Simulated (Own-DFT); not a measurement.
Al$_{3}$GaAs$_{4}$ (zincblende random alloy, strained, atoms displaced), Al$_{3}$GaN$_{4}$ (wurtzite random alloy, strained, atoms displaced), Al$_{3}$GaAs$_{4}$ (zincblende random alloy, atoms displaced) (calculated)

All values are calculated (Own-DFT development build). A calculation, not a measurement: plane-wave PBE density functional theory by an unreviewed code, no spin, of a simulated periodic cell, stress positive in tension, free energy of the whole cell less one offset for each atom, forces on such cells passed a denser k mesh, this cell's mesh not checked; offsets are fitted by least squares, one for each functional and potential file, so energies compare only between cells with the same atoms and settings and are not formation energies; the far tail of each file's local potential was reset to the Coulomb form; each entry is a single point on an unrelaxed cell, so the pressure reflects the starting lattice, mostly measured values, from which strain is counted, and rises with the displacements; printed positions are rounded, which can move forces by about a meV/angstrom; the program is a retired in-house code; no spin-orbit coupling; before rounding, a Quantum ESPRESSO 7.3.1 run of the same cell and cutoff gave forces within 1 meV/angstrom rms on each cell, which checks the program and not the settings.

Common to all runs: functional PBE; potential files PseudoDojo norm-conserving, scalar-relativistic, standard set; wave cutoff 42 hartree; occupations Fermi-Dirac; smearing width 0.1 eV.

(1) 
```xyz
64
Lattice="11.3025 0.0061 0.0760 0.0061 11.4499 0.0398 0.0760 0.0398 11.1646" Properties=species:S:1:pos:R:3:force_x:R:1:force_y:R:1:force_z:R:1 formula=Al3GaAs4 k_mesh=3_x_3_x_3_centred_on_Gamma free_energy_of_cell_above_offsets=-17.776 pressure=3.71 stress_xx=-3.75 stress_yy=-3 stress_zz=-4.37 stress_yz=0.46 stress_xz=1.28 stress_xy=0.55
Ga     0.0843    11.4796    11.1193      0.035      1.033      1.488
Ga    11.2813     2.9260     2.8709     -0.085     -0.002     -0.566
Al     2.8926     0.0982     2.8256      0.182     -0.405     -0.118
Al     2.9285     2.8871    11.1648     -0.469      0.859      0.745
As     1.4877     1.5076     1.5175      -0.71     -0.347     -1.244
As     1.4366     4.2259     4.1611     -0.221      1.086      0.466
As     4.2741     1.4828     4.2346      0.469     -0.061      0.088
As     4.2773     4.3499     1.4360     -0.297     -1.002      0.397
Al     0.0532    11.4515     5.6359     -0.246      0.637     -0.131
Al    11.3525     2.8756     8.4504     -0.148       1.02      1.098
Al     2.9407    11.3464     8.3889     -0.589      1.856      0.572
Al     2.8129     2.8441     5.5786      0.112      0.285      0.573
As     1.3349     1.5311     7.0389      1.606      -1.61     -0.689
As     1.5171     4.3851     9.7722      -0.73     -0.831      0.368
As     4.3506     1.5685     9.8678     -0.258     -1.293     -1.177
As     4.2078     4.4005     6.9748      0.799     -1.163     -0.045
Al     0.0261     5.7522     0.0562     -0.227     -0.243      -0.02
Al    11.2730     8.7177     2.8633        0.8     -0.657      0.086
Al     2.8716     5.7187     2.8436     -0.453      0.079      -0.27
Ga     2.8932     8.6680    11.1340      0.168     -0.017      1.019
As     1.4593     7.1580     1.4016     -0.366      0.444      0.652
As     1.5006    10.1094     4.2335     -0.455     -0.398     -0.127
As     4.2378     7.1835     4.1911      0.136     -0.681       0.95
As     4.2493    10.0233     1.5014      0.057      0.296     -0.527
Al    11.2703     5.7467     5.6737      1.259      0.764      -1.25
Ga    11.2190     8.6299     8.5434      1.357      0.317     -0.588
Al     2.8246     5.7295     8.3477      0.532      0.957      0.511
Al     2.8507     8.5956     5.5765      0.122      0.206      0.444
As     1.4480     7.1625     6.9710     -0.586      0.584       0.23
As     1.4664    10.1084     9.8678      0.192     -0.901     -1.284
As     4.2810     7.1724     9.9070      0.369      0.059     -1.466
As     4.3666    10.0564     7.0474     -0.942     -0.944     -0.534
Al     5.7437     0.0720    11.1403     -0.519      0.383       1.41
Al     5.7480     2.9119     2.8514     -0.665     -0.109     -0.274
Ga     8.5896     0.0384     2.9124     -1.063      0.047     -0.681
Al     8.5691     2.9157    11.2008     -0.454      0.055      0.244
As     7.0831     1.4923     1.4384      0.178     -0.743      0.069
As     7.0771     4.3093     4.2879     -0.535       1.11     -0.837
As     9.9176     1.4835     4.1919      0.032      0.301      1.598
As     9.7996     4.3013     1.4499      0.469      0.751      0.357
Al     5.6419    11.4381     5.6689      0.647      0.706     -0.672
Ga     5.8129     2.9029     8.4749     -1.126     -0.315     -1.319
Al     8.5225     0.0901     8.3666      0.048      0.039      1.522
Ga     8.4202     3.0835     5.6573      1.508     -1.678       0.94
As     7.1074     1.3638     7.0239     -0.356       1.36     -0.605
As     7.1049     4.2984     9.7959      0.724      0.639      0.764
As     9.9612     1.5085     9.8770     -0.234     -0.346     -0.743
As    10.0822     4.3963     7.0763     -1.905     -0.799      0.778
Al     5.6340     5.6685     0.0624       0.63      0.906      0.103
Al     5.6173     8.5848     2.9271      0.652       0.74     -0.494
Al     8.4448     5.8391     2.9175      0.306     -0.928     -0.233
Ga     8.5244     8.6588    11.1933     -0.289      0.053      1.142
As     7.0574     7.1747     1.5606     -0.438      0.162     -1.164
As     7.1140    10.0445     4.3008     -0.071     -0.198      -0.04
As     9.8640     7.2153     4.2501      0.892      0.075      0.192
As     9.8734    10.0754     1.4650     -0.041     -0.115     -0.355
Al     5.7444     5.7672     5.6802     -1.084     -0.047     -0.584
Al     5.7299     8.7196     8.4452      0.211     -1.384      0.534
Al     8.5277     5.7550     8.5198      0.293      0.262     -0.664
Al     8.5923     8.6337     5.7018     -0.626      0.185      0.124
As     7.1177     7.1383     6.9946       0.48       0.91      1.072
As     7.1082    10.1113     9.9083      0.575     -0.166     -1.132
As     9.9254     7.2463     9.9154      -0.13      -1.11      0.092
As     9.8997    10.1228     7.1557      0.476     -0.677     -0.794
```

Units: free_energy_of_cell_above_offsets in eV; pressure, stress_xx, stress_yy, stress_zz, stress_yz, stress_xz, stress_xy in GPa; force_x, force_y, force_z in eV/Å.

(2) 
```xyz
72
Lattice="9.6051 0.0000 0.0000 -4.8026 8.3183 0.0000 0.0000 0.0000 10.0655" Properties=species:S:1:pos:R:3:force_x:R:1:force_y:R:1:force_z:R:1 formula=Al3GaN4 k_mesh=4_x_4_x_3_centred_on_Gamma free_energy_of_cell_above_offsets=-16.466 pressure=-1.72 stress_xx=5.06 stress_yy=4.78 stress_zz=-4.69 stress_yz=0.06 stress_xz=-0.12 stress_xy=1.15
Al    -0.0010     1.8232    10.0182      -1.56      0.687      0.271
Ga     1.6005     0.9513     2.4798      0.376     -0.071      0.883
N     -0.0039     1.8020     1.8664     -0.977      0.552       0.11
N      1.5976     0.8842     4.4680     -0.448      0.894       0.14
Al    -0.0475     1.8568     5.0427       1.26      0.188     -0.447
Al     1.5258     0.9306     7.5785      2.206     -0.292       -1.2
N      0.0359     1.8609     6.9390     -0.598      0.039      0.422
N      1.5000     0.8900     9.4683      0.797      2.385      -0.71
Al    -1.5992     4.7003    10.0425     -0.358     -0.721     -0.847
Ga     0.0541     3.7109     2.4487      0.178     -0.993      0.577
N     -1.5222     4.6186     1.9144     -2.201      0.453     -0.699
N     -0.0052     3.7344     4.4483     -0.608     -1.059     -0.358
Al    -1.5598     4.6757     4.9581     -0.783      -1.08      1.456
Al     0.0375     3.6887     7.5508     -0.604      0.706     -0.203
N     -1.5455     4.6156     6.9611      0.289      0.646     -0.884
N     -0.0080     3.7792     9.4409      0.635     -1.068      0.822
Ga    -3.2306     7.4640    10.0254      0.061     -1.917      1.193
Al    -1.6457     6.3788     2.5176      1.135      1.898     -0.501
N     -3.1114     7.4302     1.9725     -1.408     -2.086     -0.351
N     -1.6198     6.4444     4.4002      0.914      0.535      0.282
Al    -3.2033     7.3625     4.9325      0.152      0.501      0.896
Al    -1.6172     6.4463     7.6171      0.123      0.142     -3.009
N     -3.2259     7.4004     6.8943       0.04      0.023      0.511
N     -1.6020     6.5764     9.3764      0.358     -1.139      2.535
Al     3.1118     1.9368     0.0497      1.534     -1.024     -2.667
Ga     4.9227     0.8358     2.5897     -1.501      1.278     -1.435
N      3.1683     1.8603     1.8201      0.704      0.302      2.038
N      4.7003     0.9458     4.4774      2.918     -1.412      0.067
Al     3.2485     1.8473     4.9777      -2.22      0.666      1.711
Ga     4.8501     0.8863     7.5352     -0.504       0.96      1.496
N      3.2597     1.8254     7.0178     -1.993      0.825     -0.977
N      4.7861     0.9417     9.5395     -0.223      0.251      0.156
Al     1.6609     4.6303    10.0655     -0.719      0.541     -0.611
Ga     3.2722     3.7269     2.4759     -1.232     -1.537      0.479
N      1.6718     4.6377     1.9306      -0.58     -0.524     -1.346
N      3.1916     3.6827     4.3899      1.071      0.188      1.077
Ga     1.5871     4.6220     5.0017      0.673     -0.077      0.488
Al     3.2541     3.7196     7.5705     -0.114      -0.51     -0.998
N      1.5786     4.6299     6.9669      0.884      0.121      0.197
N      3.2435     3.7730     9.4366     -0.789     -0.721      0.902
Al    -0.0309     7.4199     0.0283       0.75      0.612     -1.634
Ga     1.5868     6.4173     2.5464     -0.088      1.265     -3.728
N     -0.0406     7.4390     1.8366      -0.24     -2.123      1.836
N      1.6371     6.5418     4.3028      -0.51      0.133      4.674
Al     0.0461     7.3626     5.0166     -1.071       0.53      0.394
Al     1.5750     6.4958     7.5162      0.862     -1.296      1.441
N      0.0925     7.3960     6.9856     -1.436     -1.181     -1.686
N      1.6411     6.4626     9.4757     -1.186     -0.208     -0.369
Al     6.3953     1.8736     0.1096     -0.593     -0.174     -4.449
Al     7.9782     0.9318     2.4566       0.47     -0.103      0.245
N      6.4214     1.8816     1.8409      0.479      0.696      3.951
N      7.9446     0.9793     4.5808      1.556     -1.749     -1.952
Al     6.4505     1.8295     5.0400     -2.392      1.587      0.712
Al     8.0928     0.9235     7.5148     -2.047      0.214      0.763
N      6.3339     1.9207     6.9376      2.391     -2.279     -1.003
N      7.9346     0.8608     9.5144       1.17       0.68     -1.052
Al     4.7767     4.6843     0.0200      1.084     -2.106     -1.812
Al     6.3280     3.7911     2.5122      1.593     -1.642     -0.016
N      4.7849     4.6000     1.8374       1.58      1.179      1.017
N      6.3928     3.6958     4.4286      0.309      0.265     -0.505
Al     4.8376     4.6665     5.0562     -0.402     -1.633     -0.118
Ga     6.3850     3.6900     7.4969      1.099      0.616      0.269
N      4.8557     4.5804     6.9163     -2.092      2.076     -0.049
N      6.4132     3.6934     9.3751      0.062      0.595      3.303
Al     3.1695     7.3344    10.0467      0.394      0.681      0.509
Al     4.8144     6.3727     2.5494     -0.299      2.053     -1.952
N      3.1702     7.4168     1.9061      1.208     -0.309      0.494
N      4.8432     6.3862     4.3640     -0.852      1.211      1.329
Al     3.1702     7.3784     5.0396      0.921      0.202     -0.547
Al     4.7571     6.5812     7.4998      2.424     -2.904      1.214
N      3.2318     7.2867     6.9620     -1.612      2.119     -1.078
N      4.7873     6.3812     9.5377     -0.421      2.441     -1.667
```

Units: free_energy_of_cell_above_offsets in eV; pressure, stress_xx, stress_yy, stress_zz, stress_yz, stress_xz, stress_xy in GPa; force_x, force_y, force_z in eV/Å.

(3) 
```xyz
64
Lattice="11.3183 0.0000 0.0000 0.0000 11.3183 0.0000 0.0000 0.0000 11.3183" Properties=species:S:1:pos:R:3:force_x:R:1:force_y:R:1:force_z:R:1 formula=Al3GaAs4 k_mesh=3_x_3_x_3_centred_on_Gamma free_energy_of_cell_above_offsets=-20.137 pressure=2.96 stress_xx=-2.96 stress_yy=-2.98 stress_zz=-2.96 stress_yz=-0.04 stress_xz=0.32 stress_xy=-0.25
Al    11.2954    11.2657     0.0021      0.232      0.745     -0.163
Al     0.0285     2.8101     2.8612     -0.025      0.308     -0.453
Al     2.8434    11.2874     2.8850     -0.218      0.383     -0.649
Al     2.7930     2.8458     0.0135      0.344     -0.299      0.126
As     1.3800     1.4068     1.4178      0.324     -0.314       0.14
As     1.3946     4.2686     4.2315      0.437     -0.447      0.204
As     4.2376     1.4085     4.2242     -0.021      0.411       0.29
As     4.2456     4.2528     1.4436     -0.173      -0.12     -0.271
Al     0.0541     0.0362     5.6721     -0.409     -0.365     -0.499
Ga    11.3098     2.8192     8.4384      0.155     -0.131      0.493
Ga     2.8247    11.3057     8.5165      0.196      0.117     -0.284
Al     2.8373     2.8547     5.7121     -0.221     -0.271     -0.661
As     1.4047     1.4157     7.0799      0.515      0.021      0.095
As     1.3913     4.1959     9.9025      0.018      0.376     -0.012
As     4.2501     1.3881     9.9166      0.097      0.527      -0.03
As     4.1891     4.2498     7.0782      0.671      0.116      0.732
Ga    11.2912     5.6541    11.3014       0.15     -0.228      0.409
Al    11.3084     8.4748     2.8240      0.219      0.249      0.067
Al     2.8028     5.6451     2.8345      0.421      0.194      0.098
Ga     2.8083     8.3885     0.0232      0.396      1.097     -0.279
As     1.4468     7.0740     1.4310     -0.747     -0.459      0.093
As     1.4738     9.8906     4.2458     -0.541     -0.332      0.435
As     4.2561     7.0890     4.2221     -0.047     -0.393      0.414
As     4.2282     9.9552     1.4074      0.219     -0.594     -0.015
Al     0.0135     5.6736     5.5895     -0.023      0.025      0.767
Al     0.0215     8.5051     8.5348     -0.301      0.198     -0.249
Al     2.7971     5.6816     8.5436     -0.153      -0.25     -0.365
Al     2.8886     8.4626     5.7251     -0.518     -0.157     -0.386
As     1.3619     7.0871     7.1106      0.403     -0.189     -0.285
As     1.4191     9.9374     9.9123      0.095     -0.578      0.273
As     4.2349     7.1007     9.8670      0.436     -0.326      0.313
As     4.2566     9.8929     7.0751      0.215      0.267      0.245
Al     5.6815     0.0451     0.0311     -0.137       -0.5     -0.212
Al     5.6641     2.8520     2.8380     -0.025     -0.171      0.037
Al     8.4470    11.3158     2.8660      0.899       0.42     -0.517
Al     8.4347     2.7920    11.2949      0.767      0.533      0.015
As     7.0905     1.4421     1.4017     -0.223     -0.172      0.552
As     7.0286     4.2491     4.2972        0.4     -0.112     -0.165
As     9.9209     1.5013     4.2517     -0.011     -1.242     -0.085
As     9.8923     4.2076     1.4634      0.074     -0.198     -0.601
Ga     5.6574     0.0180     5.6496     -0.202     -0.472     -0.374
Al     5.7433     2.7939     8.4962     -0.936      0.355     -0.049
Al     8.4380     0.0102     8.5315      0.519      -0.03     -0.471
Ga     8.5027     2.7921     5.6485     -0.152      0.656      0.493
As     7.0364     1.3868     7.0334      0.648      0.086      0.383
As     7.0868     4.2754     9.9022      0.085     -0.267     -0.151
As     9.9203     1.4343     9.8953     -0.244      -0.27      0.049
As     9.9717     4.2517     7.1042     -0.698      0.238     -0.743
Ga     5.6857     5.6417     0.0149     -0.399      0.406     -0.004
Al     5.6595     8.4895     2.8388     -0.326      0.208     -0.414
Al     8.4899     5.5907     2.8278     -0.223      0.304      0.276
Al     8.4849     8.5094    11.2842       0.18     -0.616      0.718
As     7.0700     7.0628     1.4651       0.34      0.136      -0.41
As     7.0992     9.8898     4.1903     -0.423      0.038      0.641
As     9.9145     7.0422     4.2313     -0.355      0.219     -0.242
As     9.9259     9.9017     1.3732     -0.579     -0.146      0.733
Al     5.6663     5.6515     5.7201     -0.597      0.095     -0.427
Al     5.6924     8.4673     8.4565     -0.084      0.386      0.325
Al     8.5028     5.6560     8.4742      0.128       0.23     -0.043
Ga     8.5294     8.5337     5.6334     -0.017     -0.282      0.053
As     7.0643     7.0828     7.0430      0.606     -0.008       0.14
As     7.1133     9.8780     9.9365     -0.856      0.331     -0.301
As     9.9132     7.0840     9.9163     -0.248      0.011     -0.231
As     9.9254     9.9194     7.0598     -0.053      0.256      0.431
```

Units: free_energy_of_cell_above_offsets in eV; pressure, stress_xx, stress_yy, stress_zz, stress_yz, stress_xz, stress_xy in GPa; force_x, force_y, force_z in eV/Å.
